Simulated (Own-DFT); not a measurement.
# Computed records: GaP (zincblende, atoms displaced)

Computed with Own-DFT development build. A calculation, not a measurement: plane-wave PBE density functional theory by an unreviewed code, no spin, of a simulated periodic cell, stress positive in tension, free energy of the whole cell less one offset for each atom, forces on such cells passed a denser k mesh, this cell's mesh not checked; offsets are fitted by least squares, one for each functional and potential file, so energies compare only between cells with the same atoms and settings and are not formation energies; the far tail of each file's local potential was reset to the Coulomb form; each entry is a single point on an unrelaxed cell, so the pressure reflects the starting lattice, mostly measured values (interpolated for alloys), from which strain is counted, and rises with the displacements; printed positions are rounded, which can move forces by about a meV/angstrom; the program, named Own-DFT, is a retired in-house code; no spin-orbit coupling.

```cif
# cell vector a (Å): 16.3515 0.0000 0.0000
# cell vector b (Å): 0.0000 10.9010 0.0000
# cell vector c (Å): 0.0000 0.0000 10.9010
data_GaP
_symmetry_space_group_name_H-M 'P 1'
_symmetry_Int_Tables_number 1
_cell_length_a 16.3515
_cell_length_b 10.9010
_cell_length_c 10.9010
_cell_angle_alpha 90.000
_cell_angle_beta 90.000
_cell_angle_gamma 90.000
_cell_volume 1943.08
loop_
_atom_site_label
_atom_site_type_symbol
_atom_site_fract_x
_atom_site_fract_y
_atom_site_fract_z
_atom_site_occupancy
Ga1 Ga 0.99787 0.00105 0.99761 1
Ga2 Ga 0.00047 0.25006 0.25655 1
Ga3 Ga 0.16505 0.99674 0.24690 1
Ga4 Ga 0.16935 0.24542 0.00500 1
P1 P 0.08206 0.12611 0.12523 1
P2 P 0.08443 0.37759 0.36583 1
P3 P 0.25283 0.12528 0.38258 1
P4 P 0.24923 0.37556 0.12607 1
Ga5 Ga 0.00246 0.00384 0.50912 1
Ga6 Ga 0.99890 0.25808 0.74484 1
Ga7 Ga 0.16635 0.00327 0.75337 1
Ga8 Ga 0.16802 0.24753 0.50214 1
P5 P 0.08073 0.11451 0.62252 1
P6 P 0.08212 0.37115 0.87535 1
P7 P 0.25217 0.12607 0.87319 1
P8 P 0.25388 0.37019 0.61548 1
Ga9 Ga 0.99839 0.50253 0.00360 1
Ga10 Ga 0.99771 0.75629 0.25574 1
Ga11 Ga 0.16996 0.50967 0.25331 1
Ga12 Ga 0.16625 0.75056 0.00259 1
P9 P 0.08657 0.62476 0.12374 1
P10 P 0.08229 0.86643 0.37638 1
P11 P 0.24810 0.62029 0.37290 1
P12 P 0.24501 0.87157 0.12054 1
Ga13 Ga 0.99813 0.50586 0.49502 1
Ga14 Ga 0.99579 0.75083 0.75540 1
Ga15 Ga 0.16546 0.49614 0.76257 1
Ga16 Ga 0.16252 0.74943 0.50834 1
P13 P 0.08526 0.62081 0.63082 1
P14 P 0.08659 0.86975 0.87890 1
P15 P 0.25303 0.62918 0.86195 1
P16 P 0.24781 0.88044 0.61832 1
Ga17 Ga 0.33478 0.99673 0.00475 1
Ga18 Ga 0.33518 0.25114 0.24904 1
Ga19 Ga 0.49916 0.00882 0.24831 1
Ga20 Ga 0.49428 0.24366 0.99497 1
P17 P 0.41426 0.12342 0.11921 1
P18 P 0.41479 0.37369 0.38115 1
P19 P 0.58367 0.12468 0.37003 1
P20 P 0.58795 0.37287 0.11985 1
Ga21 Ga 0.33576 0.00794 0.49682 1
Ga22 Ga 0.33359 0.25259 0.74839 1
Ga23 Ga 0.50054 0.99789 0.75544 1
Ga24 Ga 0.50148 0.24645 0.49553 1
P21 P 0.41171 0.12708 0.62934 1
P22 P 0.41131 0.37480 0.87306 1
P23 P 0.58625 0.12026 0.88468 1
P24 P 0.58654 0.36652 0.62425 1
Ga25 Ga 0.32878 0.49683 0.00136 1
Ga26 Ga 0.33073 0.74714 0.25449 1
Ga27 Ga 0.49741 0.49521 0.25310 1
Ga28 Ga 0.49975 0.75892 0.99675 1
P25 P 0.41725 0.63361 0.13051 1
P26 P 0.41570 0.87063 0.37553 1
P27 P 0.58310 0.62782 0.37470 1
P28 P 0.57937 0.87628 0.12168 1
Ga29 Ga 0.33330 0.49216 0.49998 1
Ga30 Ga 0.33259 0.75365 0.75427 1
Ga31 Ga 0.50241 0.50523 0.75235 1
Ga32 Ga 0.50000 0.74900 0.49689 1
P29 P 0.41641 0.62420 0.62778 1
P30 P 0.40973 0.87216 0.87882 1
P31 P 0.58781 0.62812 0.87464 1
P32 P 0.58193 0.87397 0.62280 1
Ga33 Ga 0.66390 0.00383 0.00156 1
Ga34 Ga 0.66406 0.24378 0.24921 1
Ga35 Ga 0.83085 0.99978 0.24902 1
Ga36 Ga 0.82939 0.25666 0.99615 1
P33 P 0.74994 0.12606 0.12566 1
P34 P 0.74696 0.37116 0.37586 1
P35 P 0.92039 0.13147 0.37053 1
P36 P 0.91796 0.37250 0.13536 1
Ga37 Ga 0.66964 0.00413 0.49665 1
Ga38 Ga 0.66472 0.25299 0.75536 1
Ga39 Ga 0.83636 0.99574 0.75474 1
Ga40 Ga 0.83248 0.25282 0.49761 1
P37 P 0.75199 0.12580 0.62593 1
P38 P 0.75209 0.37118 0.87283 1
P39 P 0.91844 0.12719 0.87852 1
P40 P 0.91410 0.37860 0.62365 1
Ga41 Ga 0.66522 0.49506 0.99300 1
Ga42 Ga 0.66755 0.75668 0.25422 1
Ga43 Ga 0.82754 0.50036 0.25779 1
Ga44 Ga 0.83600 0.74807 0.00699 1
P41 P 0.75161 0.62543 0.12421 1
P42 P 0.74679 0.87945 0.36801 1
P43 P 0.91678 0.62197 0.37207 1
P44 P 0.91737 0.86410 0.13058 1
Ga45 Ga 0.66733 0.50239 0.49692 1
Ga46 Ga 0.66361 0.75414 0.75396 1
Ga47 Ga 0.83069 0.49846 0.75494 1
Ga48 Ga 0.83175 0.74324 0.50421 1
P45 P 0.75125 0.62292 0.62990 1
P46 P 0.75060 0.87461 0.87757 1
P47 P 0.91738 0.62189 0.87602 1
P48 P 0.91615 0.87613 0.62400 1
_calc_functional 'PBE'
_calc_potential_files 'PseudoDojo norm-conserving, scalar-relativistic, standard set'
_calc_wave_cutoff 42  # hartree
_calc_occupations 'Fermi-Dirac'
_calc_smearing_width 0.1  # eV
_calc_k_mesh '2 x 3 x 3 centred on Gamma'
_calc_free_energy_of_cell_above_offsets '-50.285'  # eV
_calc_pressure 3.21  # GPa
_calc_stress_xx -3.26  # GPa
_calc_stress_yy -3.19  # GPa
_calc_stress_zz -3.17  # GPa
_calc_stress_yz 0.32  # GPa
_calc_stress_xz -0.72  # GPa
_calc_stress_xy -0.7  # GPa
```

Force:
| element | x (eV/Å) | y (eV/Å) | z (eV/Å) |
| --- | --- | --- | --- |
| Ga | 0.489 | -0.665 | 0.583 |
| Ga | 0.677 | 0.247 | -1.017 |
| Ga | 0.068 | 0.245 | 0.616 |
| Ga | -0.303 | 0.164 | -0.477 |
| P | -0.097 | -0.29 | 0.22 |
| P | 0.295 | 0.062 | 1.301 |
| P | -0.723 | 0.094 | -1.767 |
| P | -0.157 | -0.011 | 0.406 |
| Ga | -1.264 | -1.278 | -2.056 |
| Ga | 0.064 | -0.908 | -0.042 |
| Ga | 0.092 | -0.591 | -0.117 |
| Ga | -0.81 | 0.081 | -0.403 |
| P | 1.231 | 2.311 | 1.399 |
| P | 0.097 | -0.069 | 0.816 |
| P | -0.009 | -0.123 | 0.417 |
| P | -1.211 | 0.265 | 1.64 |
| Ga | 0.274 | -0.619 | 0.275 |
| Ga | 0.645 | -1.404 | -0.28 |
| Ga | -0.845 | -1.255 | -1.068 |
| Ga | 0.235 | -0.953 | -0.787 |
| P | -0.733 | 0.26 | 0.399 |
| P | 0.196 | 1.281 | 0.469 |
| P | 0.822 | 0.993 | 1.686 |
| P | 1.175 | 0.438 | 0.919 |
| Ga | 0.794 | -0.689 | 0.58 |
| Ga | 0.795 | -0.048 | -0.522 |
| Ga | 0.506 | -0.113 | -1.343 |
| Ga | 0.54 | -0.38 | -0.442 |
| P | -0.804 | 0.007 | 0.066 |
| P | -0.892 | 0.799 | -0.477 |
| P | -0.909 | -0.802 | 2.042 |
| P | 0.543 | -0.099 | 0.68 |
| Ga | -1.151 | 0.008 | -0.346 |
| Ga | -0.428 | -0.168 | 0.15 |
| Ga | -0.388 | -1.159 | -0.104 |
| Ga | 0.645 | 0.881 | 0.033 |
| P | 0.102 | 0.319 | 0.967 |
| P | 0.779 | -0.383 | -0.868 |
| P | -0.231 | -0.197 | 0.671 |
| P | -1.451 | -0.267 | 0.361 |
| Ga | 0.164 | -1.207 | 0.467 |
| Ga | -0.53 | 0.012 | -0.038 |
| Ga | -0.36 | 0.113 | -0.293 |
| Ga | -0.333 | -0.102 | 0.76 |
| P | 1.633 | -0.387 | -0.22 |
| P | 1.059 | 0.435 | 0.235 |
| P | -1.072 | 0.944 | -1.512 |
| P | -0.697 | 1.152 | -0.095 |
| Ga | 0.589 | 1.028 | -0.116 |
| Ga | -0.263 | 0.426 | -0.342 |
| Ga | 0.453 | 0.356 | -0.5 |
| Ga | -0.202 | -1.064 | 0.137 |
| P | 0.014 | -1.07 | -0.794 |
| P | 0.089 | 1.016 | -0.214 |
| P | 0.139 | -0.42 | -0.214 |
| P | 0.667 | 0.408 | 0.696 |
| Ga | 0.002 | 1.423 | 0.032 |
| Ga | -0.002 | 0.308 | -1.861 |
| Ga | -0.113 | -0.758 | -0.263 |
| Ga | -0.256 | -0.165 | 0.515 |
| P | -0.106 | 0.178 | -0.393 |
| P | 1.221 | 0.584 | -0.339 |
| P | -1.026 | -0.162 | 0.431 |
| P | 0.196 | 0.458 | 0.004 |
| Ga | 1.129 | -1.102 | 0.776 |
| Ga | 0.54 | 0.72 | -0.352 |
| Ga | 0.934 | 0.233 | -0.188 |
| Ga | 1.254 | -0.808 | 1.259 |
| P | 0.053 | -0.019 | -0.364 |
| P | -0.234 | 0.098 | -0.142 |
| P | -0.995 | -1.389 | 1.161 |
| P | -0.773 | 0.553 | -0.929 |
| Ga | -0.364 | -0.167 | 0.557 |
| Ga | 0.325 | -1.035 | -0.318 |
| Ga | -0.283 | 0.511 | -0.157 |
| Ga | 0.277 | -0.343 | 0.166 |
| P | -0.095 | -0.066 | 0.317 |
| P | -0.879 | 0.673 | -0.092 |
| P | -0.495 | 0.391 | -0.571 |
| P | 0.11 | 0.214 | -0.229 |
| Ga | 0.764 | 0.553 | 0.545 |
| Ga | -0.685 | -0.837 | -1.213 |
| Ga | 0.483 | -0.298 | -0.702 |
| Ga | -0.34 | -0.198 | -0.799 |
| P | -0.889 | -0.306 | 0.228 |
| P | 0.93 | -0.266 | 1.389 |
| P | -0.6 | 0.675 | 0.19 |
| P | -0.278 | 1.924 | -0.628 |
| Ga | -0.123 | -0.18 | 0.494 |
| Ga | 0.821 | 0.145 | -0.703 |
| Ga | 0.674 | 0.195 | -0.403 |
| Ga | 0.23 | 0.609 | -0.621 |
| P | -0.803 | 0.189 | -0.008 |
| P | -0.016 | 0.041 | 0.388 |
| P | -0.553 | 0.151 | 0.24 |
| P | -0.045 | -0.351 | 0.046 |
